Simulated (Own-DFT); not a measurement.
SiC (4H silicon carbide, atoms displaced) (calculated)

A calculation, not a measurement: plane-wave PBE density functional theory by an unreviewed code, no spin, of a simulated periodic cell, stress positive in tension, free energy of the whole cell less one offset for each atom, forces on such cells passed a denser k mesh, this cell's mesh not checked; offsets are fitted by least squares, one for each functional and potential file, so energies compare only between cells with the same atoms and settings and are not formation energies; the far tail of each file's local potential was reset to the Coulomb form; each entry is a single point on an unrelaxed cell, so the pressure reflects the starting lattice, mostly measured values (interpolated for alloys), from which strain is counted, and rises with the displacements; printed positions are rounded, which can move forces by about a meV/angstrom; the program, named Own-DFT, is a retired in-house code; no spin-orbit coupling. Program: Own-DFT development build.

Common to all runs: functional PBE; potential files PseudoDojo norm-conserving, scalar-relativistic, standard set; wave cutoff 42 hartree; occupations Fermi-Dirac; smearing width 0.1 eV; hardware one NVIDIA H100; k mesh 4 x 4 x 3 centred on Gamma.

(1) SiC (4H silicon carbide, atoms displaced)

```
CELL_PARAMETERS angstrom
9.24810 0.00000 0.00000
-4.62410 8.00910 0.00000
0.00000 0.00000 10.06810
ATOMIC_POSITIONS crystal
Si 0.99809 0.99970 0.40445
Si 0.10909 0.21865 0.15362
C 0.00116 0.00096 0.09257
C 0.10696 0.21978 0.34010
Si 0.99257 0.32854 0.41176
Si 0.11271 0.55632 0.15582
C 0.00035 0.33584 0.09267
C 0.12066 0.56229 0.33699
Si 0.99558 0.66904 0.41021
Si 0.11498 0.88799 0.16387
C 0.00160 0.67221 0.08919
C 0.11475 0.89170 0.33998
Si 0.33218 0.99908 0.40531
Si 0.44012 0.22047 0.15501
C 0.33899 0.00743 0.09121
C 0.43740 0.22082 0.34295
Si 0.33409 0.33317 0.40675
Si 0.44508 0.56081 0.15608
C 0.33481 0.33774 0.09599
C 0.44692 0.55382 0.34728
Si 0.32834 0.66191 0.40412
Si 0.44108 0.88156 0.15473
C 0.33598 0.66823 0.09240
C 0.44570 0.89492 0.34475
Si 0.66433 0.99956 0.40325
Si 0.77898 0.21946 0.16409
C 0.66756 0.00006 0.09352
C 0.78025 0.22658 0.34193
Si 0.66110 0.32474 0.40436
Si 0.77259 0.54811 0.15552
C 0.66982 0.33317 0.09608
C 0.77705 0.55342 0.34065
Si 0.66056 0.65977 0.40998
Si 0.77989 0.89237 0.15345
C 0.66950 0.66779 0.09394
C 0.77625 0.88637 0.34224
Si 0.00075 0.99949 0.90715
Si 0.89356 0.77874 0.65358
C 0.00207 0.00598 0.59747
C 0.88984 0.77288 0.84935
Si 0.00593 0.66895 0.90435
Si 0.89116 0.44230 0.66021
C 0.00568 0.66785 0.59757
C 0.88087 0.43514 0.83830
Si 0.99946 0.33365 0.91021
Si 0.89097 0.10908 0.65676
C 0.00215 0.33487 0.59602
C 0.88931 0.10678 0.84029
Si 0.66532 0.00066 0.90974
Si 0.55461 0.77980 0.65898
C 0.66599 0.00296 0.59649
C 0.54875 0.77268 0.84513
Si 0.66614 0.66753 0.90753
Si 0.55545 0.44432 0.65385
C 0.67292 0.67720 0.59606
C 0.55348 0.45045 0.84148
Si 0.66842 0.33313 0.90933
Si 0.55406 0.10619 0.65802
C 0.66712 0.34159 0.59448
C 0.55023 0.10070 0.84054
Si 0.33469 0.00296 0.91263
Si 0.22787 0.78338 0.66255
C 0.33333 0.99960 0.59441
C 0.21447 0.77750 0.84275
Si 0.33161 0.66819 0.91014
Si 0.23392 0.46056 0.64570
C 0.32784 0.66843 0.59643
C 0.22575 0.44512 0.83951
Si 0.32995 0.33267 0.90277
Si 0.22124 0.10568 0.65277
C 0.33842 0.32769 0.59245
C 0.21678 0.11235 0.84874
```

- free energy of cell above offsets: -9.715 eV
- pressure: 4.02 GPa
- stress xx: -3.51 GPa
- stress yy: -2.47 GPa
- stress zz: -6.07 GPa
- stress yz: -0.43 GPa
- stress xz: 0.08 GPa
- stress xy: -0.18 GPa
- wall time: 348.1 s

Force:
```csv
element,x (eV/Å),y (eV/Å),z (eV/Å)
Si,0.03,0.185,0.168
Si,0.031,0.916,0.144
C,0.308,-0.329,0.492
C,0.015,0.454,1.068
Si,1.455,1.285,-1.195
Si,-0.708,0.243,-0.769
C,0.106,-0.524,0.733
C,-2.07,-1.416,1.771
Si,1.395,-0.445,-0.954
Si,-0.786,0.377,-3.116
C,0.633,-1.066,1.153
C,-0.693,-0.561,2.464
Si,-0.13,0.373,0.343
Si,0.485,1.213,0.261
C,0.003,-1.8,1.502
C,1.16,-0.355,-0.095
Si,-0.817,-0.534,-0.299
Si,1.177,-0.793,0.234
C,-0.196,-0.32,-0.719
C,-1.291,0.182,-0.44
Si,0.985,1.499,0.62
Si,-0.042,2.128,0.452
C,-0.692,-0.45,0.443
C,0.222,-1.395,-0.497
Si,0.765,0.016,0.795
Si,-0.217,0.56,-2.467
C,-0.374,-0.002,0.602
C,-0.316,-1.174,1.536
Si,-0.578,1.522,0.559
Si,0.542,1.874,-0.262
C,-0.406,-1.057,-0.155
C,-0.253,-0.305,1.154
Si,1.038,1.384,-0.567
Si,0.522,-0.782,0.425
C,-0.627,-0.133,0.15
C,-0.304,-0.046,0.347
Si,-0.418,-0.736,-0.143
Si,-0.35,0.245,1.537
C,0.745,-1.4,-1.587
C,-0.624,0.806,-1.279
Si,-1.83,-1.454,0.332
Si,-0.8,0.255,-1.514
C,-0.344,-0.008,-0.532
C,0.993,1.222,2.264
Si,0.416,-0.403,-1.966
Si,-0.911,0.83,0.201
C,0.267,-0.094,-0.412
C,-0.684,0.403,1.496
Si,0.745,-0.564,-1.27
Si,0.136,0.121,-0.193
C,0.669,-0.406,-1.096
C,0.455,1.172,0.418
Si,0.155,-0.107,-0.286
Si,0.008,1.05,0.785
C,-0.403,-1.44,-0.402
C,0.972,-1.366,0.606
Si,-1.158,-0.389,-1.056
Si,-0.537,1.64,-0.525
C,1.449,-1.736,-0.547
C,-0.353,1.43,1.479
Si,-0.819,-0.299,-2.012
Si,-0.906,-0.483,-1.175
C,0.299,-0.205,-0.441
C,2.205,0.894,1.166
Si,0.017,-0.73,-1.619
Si,-0.031,-4.139,2.391
C,1.309,2.014,-1.591
C,-1.339,0.573,0.408
Si,0.436,0.698,0.596
Si,-0.295,1.143,1.578
C,-1.508,1.093,-0.322
C,1.664,-0.356,-1.169
```

(2) SiC (4H silicon carbide, atoms displaced)

```
CELL_PARAMETERS angstrom
9.24810 0.00000 0.00000
-4.62410 8.00910 0.00000
0.00000 0.00000 10.06810
ATOMIC_POSITIONS crystal
Si 0.00071 0.00027 0.40261
Si 0.11499 0.22479 0.15945
C 0.00215 0.00529 0.09651
C 0.10031 0.22030 0.34305
Si 0.00350 0.33725 0.40644
Si 0.11254 0.55227 0.15522
C 0.99996 0.33549 0.09672
C 0.11546 0.56120 0.34706
Si 0.01010 0.67172 0.40506
Si 0.12122 0.89949 0.15883
C 0.00411 0.66838 0.09057
C 0.10660 0.88879 0.34163
Si 0.33505 0.00215 0.41023
Si 0.44379 0.22338 0.15554
C 0.33540 0.00365 0.09205
C 0.44525 0.22305 0.34298
Si 0.33509 0.33086 0.40704
Si 0.44492 0.55813 0.16064
C 0.33291 0.33859 0.09446
C 0.44230 0.55531 0.33864
Si 0.33384 0.66544 0.40488
Si 0.44463 0.88459 0.15510
C 0.33733 0.67306 0.09075
C 0.44598 0.88745 0.34511
Si 0.66574 0.00156 0.40922
Si 0.77449 0.22311 0.15848
C 0.66601 0.00042 0.08926
C 0.78072 0.23076 0.34698
Si 0.66693 0.33231 0.40774
Si 0.77968 0.54885 0.15981
C 0.66275 0.33533 0.09359
C 0.77977 0.55261 0.34336
Si 0.66650 0.66965 0.40677
Si 0.78169 0.89085 0.15479
C 0.66383 0.66191 0.09281
C 0.77649 0.89156 0.34533
Si 0.00177 0.00136 0.90873
Si 0.88945 0.78235 0.65327
C 0.99807 0.00544 0.59349
C 0.88735 0.77890 0.84711
Si 0.99950 0.66298 0.90809
Si 0.88491 0.44182 0.65226
C 0.99405 0.65679 0.59487
C 0.88843 0.44572 0.84615
Si 0.99878 0.33235 0.90502
Si 0.88764 0.11357 0.66042
C 0.99495 0.33308 0.59693
C 0.87938 0.10327 0.84036
Si 0.67061 0.00574 0.90655
Si 0.55555 0.77347 0.65609
C 0.66272 0.99110 0.59276
C 0.55527 0.77963 0.84636
Si 0.66756 0.66403 0.91297
Si 0.55918 0.44567 0.65708
C 0.66604 0.66644 0.59712
C 0.56480 0.44499 0.84313
Si 0.66380 0.33271 0.90581
Si 0.55341 0.11022 0.65787
C 0.66985 0.33312 0.58866
C 0.55641 0.11552 0.84648
Si 0.33775 0.00246 0.90499
Si 0.22007 0.77592 0.65542
C 0.32689 0.99815 0.58710
C 0.22372 0.78116 0.84249
Si 0.33156 0.66301 0.90307
Si 0.22086 0.44172 0.65673
C 0.33543 0.66502 0.59706
C 0.22581 0.45338 0.84370
Si 0.33742 0.33121 0.90829
Si 0.22369 0.10933 0.65672
C 0.32371 0.32265 0.59334
C 0.21527 0.10709 0.84240
```

* free energy of cell above offsets: -10.618 eV
* pressure: 3.78 GPa
* stress xx: -2.32 GPa
* stress yy: -3.52 GPa
* stress zz: -5.5 GPa
* stress yz: -0.12 GPa
* stress xz: 0.85 GPa
* stress xy: -0.01 GPa
* wall time: 364.5 s

Force:
```csv
element,x (eV/Å),y (eV/Å),z (eV/Å)
Si,-1.054,0.144,0.995
Si,-1.13,0.158,-0.649
C,0.621,-0.143,-0.36
C,2.197,0.496,0.394
Si,-0.924,0.017,0.607
Si,-0.329,1.467,0.094
C,0.173,-0.896,-0.684
C,0.453,-0.831,-0.865
Si,-1.83,-0.935,0.437
Si,-0.897,-1.733,-1.224
C,-0.124,0.067,1.485
C,1.337,0.673,0.811
Si,-0.119,-0.409,-2.301
Si,-0.091,0.248,0.093
C,0.593,-0.006,0.256
C,0.048,-0.337,0.298
Si,-1.184,0.137,-0.436
Si,0.043,0.266,-2.086
C,0.611,-0.59,0.126
C,0.479,-0.313,2.295
Si,0.285,0.381,0.852
Si,-0.335,1.385,0.158
C,-0.083,-1.707,0.353
C,-0.584,0.397,-0.213
Si,0.333,0.345,-0.633
Si,0.301,-0.08,-0.286
C,0.349,0.326,1.303
C,0.344,-1.388,-0.343
Si,-0.314,0.638,-0.856
Si,-0.55,1.621,-0.869
C,0.754,-0.788,-0.138
C,-0.292,0.827,0.887
Si,0.553,-0.556,-0.338
Si,-0.779,-0.57,0.19
C,0.666,0.541,1.579
C,0.253,-0.247,-0.409
Si,-0.894,-0.797,-0.248
Si,0.384,-0.466,1.051
C,0.888,-0.565,-0.338
C,0.575,-0.152,-0.32
Si,-0.347,1.214,-0.758
Si,0.311,0.009,1.457
C,0.02,2.286,-0.727
C,0.019,-0.837,-0.709
Si,0.025,0.116,0.24
Si,-0.235,-0.721,-1.573
C,0.971,-0.033,-0.595
C,1.627,1.77,1.404
Si,-1.012,-1.602,-0.259
Si,-0.454,0.356,1.075
C,-0.43,1.447,0.74
C,0.477,-0.32,-0.193
Si,-0.482,0.805,-1.621
Si,-0.415,-0.649,-0.447
C,0.258,-0.352,-1.08
C,-1.935,-0.062,0.142
Si,1.302,0.501,0.561
Si,0.373,-0.335,-0.695
C,-1.202,-0.625,1.339
C,0.211,-0.457,-0.758
Si,-1.015,-0.638,0.163
Si,0.064,-0.368,0.132
C,0.974,-0.074,2.27
C,0.075,-0.34,0.201
Si,0.046,2.203,0.504
Si,-0.345,0.181,0.001
C,-0.457,-0.242,-1.088
C,0.523,-2.853,-0.01
Si,-0.851,0.691,-0.798
Si,-1.345,-0.629,-0.196
C,1.111,1.952,0.139
C,1.413,0.983,0.474
```

(3) SiC (4H silicon carbide, atoms displaced)

```
CELL_PARAMETERS angstrom
9.24810 0.00000 0.00000
-4.62410 8.00910 0.00000
0.00000 0.00000 10.06810
ATOMIC_POSITIONS crystal
Si 0.99962 0.00131 0.41135
Si 0.11000 0.21915 0.15837
C 0.00261 0.99960 0.09312
C 0.11428 0.22674 0.33964
Si 0.99703 0.33307 0.40625
Si 0.10808 0.55408 0.15215
C 0.99995 0.33307 0.09327
C 0.11582 0.55722 0.34249
Si 0.99758 0.66462 0.40263
Si 0.11414 0.89297 0.15315
C 0.00069 0.67363 0.09229
C 0.11259 0.89237 0.33945
Si 0.33768 0.99647 0.40317
Si 0.44712 0.22556 0.15821
C 0.33450 0.00205 0.09371
C 0.43896 0.21806 0.33881
Si 0.33295 0.33453 0.40125
Si 0.43791 0.55217 0.16253
C 0.33906 0.32953 0.09510
C 0.44244 0.55717 0.34293
Si 0.33049 0.66398 0.40493
Si 0.44506 0.89006 0.15566
C 0.33533 0.66377 0.09512
C 0.44760 0.89207 0.34867
Si 0.67354 0.00270 0.40342
Si 0.77650 0.22111 0.15978
C 0.66874 0.99730 0.09119
C 0.77989 0.22447 0.34016
Si 0.66671 0.33190 0.40435
Si 0.77653 0.55502 0.15831
C 0.66765 0.33151 0.10021
C 0.78107 0.55493 0.34234
Si 0.66748 0.67064 0.40659
Si 0.77682 0.89027 0.15471
C 0.66389 0.66839 0.09749
C 0.77403 0.88363 0.34324
Si 0.99790 0.99955 0.90144
Si 0.88099 0.77117 0.65728
C 0.00158 0.00567 0.59262
C 0.88465 0.77846 0.84475
Si 0.99705 0.67130 0.90703
Si 0.89334 0.44434 0.65970
C 0.99926 0.66674 0.59679
C 0.89002 0.44135 0.84209
Si 0.00031 0.33909 0.90531
Si 0.89418 0.11377 0.65581
C 0.00309 0.33837 0.59174
C 0.88956 0.10955 0.84709
Si 0.66458 0.00044 0.90521
Si 0.55165 0.77637 0.65977
C 0.66145 0.99910 0.59354
C 0.56021 0.77938 0.84171
Si 0.66881 0.67107 0.90565
Si 0.56240 0.44518 0.65391
C 0.66097 0.66089 0.59551
C 0.55965 0.44387 0.84613
Si 0.67168 0.34009 0.90710
Si 0.55232 0.11142 0.65670
C 0.66309 0.33353 0.59348
C 0.55291 0.10607 0.83913
Si 0.33495 0.99881 0.90535
Si 0.21878 0.77643 0.65471
C 0.33100 0.99675 0.58684
C 0.22303 0.77975 0.84593
Si 0.33287 0.66670 0.91274
Si 0.22261 0.44336 0.66428
C 0.33151 0.66476 0.59767
C 0.22289 0.44116 0.83956
Si 0.32593 0.33091 0.90446
Si 0.22075 0.10784 0.65417
C 0.33046 0.32713 0.59286
C 0.22069 0.10966 0.84519
```

- stress yy: —
- stress xx: —
- pressure: —

To be estimated
1. Estimate the stress yy of SiC (4H silicon carbide, atoms displaced) (entry 3).
2. Estimate the stress xx of SiC (4H silicon carbide, atoms displaced) (entry 3).
3. SiC (4H silicon carbide, atoms displaced) (entry 3): pressure?
4. Give the table of force values for SiC (4H silicon carbide, atoms displaced) (entry 3).

## Answers
1. -2.33 GPa
2. -3.5 GPa
3. 3.74 GPa
4. 
Force:
```csv
element,x (eV/Å),y (eV/Å),z (eV/Å)
Si,0.472,0.053,-1.951
Si,0.393,0.337,-1.262
C,-0.912,0.104,-0.47
C,-0.923,-0.829,1.446
Si,1.074,0.651,-0.448
Si,0.122,0.524,0.592
C,-0.069,-0.046,-0.145
C,-1.289,-0.435,-0.187
Si,0.819,0.975,0.537
Si,-0.166,-0.047,0.497
C,0.23,-1.204,0.119
C,0.06,-0.606,1.044
Si,-1.813,0.625,-0.042
Si,0.375,-1.027,-0.799
C,0.608,-0.005,-0.323
C,0.877,0.716,1.471
Si,0.222,-0.339,1.142
Si,1.379,-0.003,-1.65
C,-2.109,0.849,-0.517
C,0.644,-0.118,1.077
Si,0.394,0.839,1.065
Si,0.12,-0.119,0.425
C,-1.071,0.313,0.231
C,0.926,-0.911,-1.408
Si,-0.977,-0.476,0.985
Si,0.567,-0.101,-1.6
C,-1.095,0.766,0.491
C,0.02,-0.452,1.337
Si,-0.744,0.011,0.153
Si,-0.135,0.607,-0.659
C,0.085,0.508,-1.329
C,-1.11,-0.114,0.747
Si,0.156,-1.397,0.022
Si,1.07,-0.477,0.142
C,0.212,-0.554,-0.53
C,0.538,1.53,0.132
Si,0.473,0.234,1.294
Si,0.426,1.085,-0.356
C,0.082,-1.575,0.705
C,0.664,0.008,-0.465
Si,0.875,-0.405,-0.359
Si,-1.083,-0.084,-1.322
C,-0.454,-0.293,-0.766
C,-0.702,1.294,0.84
Si,1.056,-1.573,0.442
Si,-1.631,-0.064,0.327
C,0.153,-0.737,0.597
C,-0.674,0.96,-0.805
Si,0.657,-0.051,-0.362
Si,0.138,0.274,-1.096
C,1.274,0.393,-0.18
C,-1.116,-0.283,1.21
Si,-0.489,-1.193,0.935
Si,-1.923,-0.924,0.9
C,-0.01,1.185,-0.686
C,-1.084,0.478,-0.466
Si,-0.122,-1.716,0.377
Si,0.145,-0.327,-0.991
C,1.768,-0.295,-0.429
C,-0.068,1.243,1.356
Si,-0.492,0.513,0.295
Si,0.695,0.321,0.372
C,-0.095,0.175,1.241
C,-0.222,-0.706,-0.178
Si,0.519,0.077,-1.711
Si,0.451,0.028,-3.27
C,-0.136,-0.217,-0.604
C,-0.973,0.909,2.681
Si,2.08,-0.016,0.683
Si,0.483,0.264,0.169
C,0.169,1.131,-0.039
C,0.219,-0.264,-0.673
```

Further results for SiC (4H silicon carbide, atoms displaced) (entry 3):

- free energy of cell above offsets: -10.767 eV
- stress zz: -5.39 GPa
- stress yz: 0.17 GPa
- stress xz: -0.46 GPa
- stress xy: 0.94 GPa
- wall time: 353.7 s
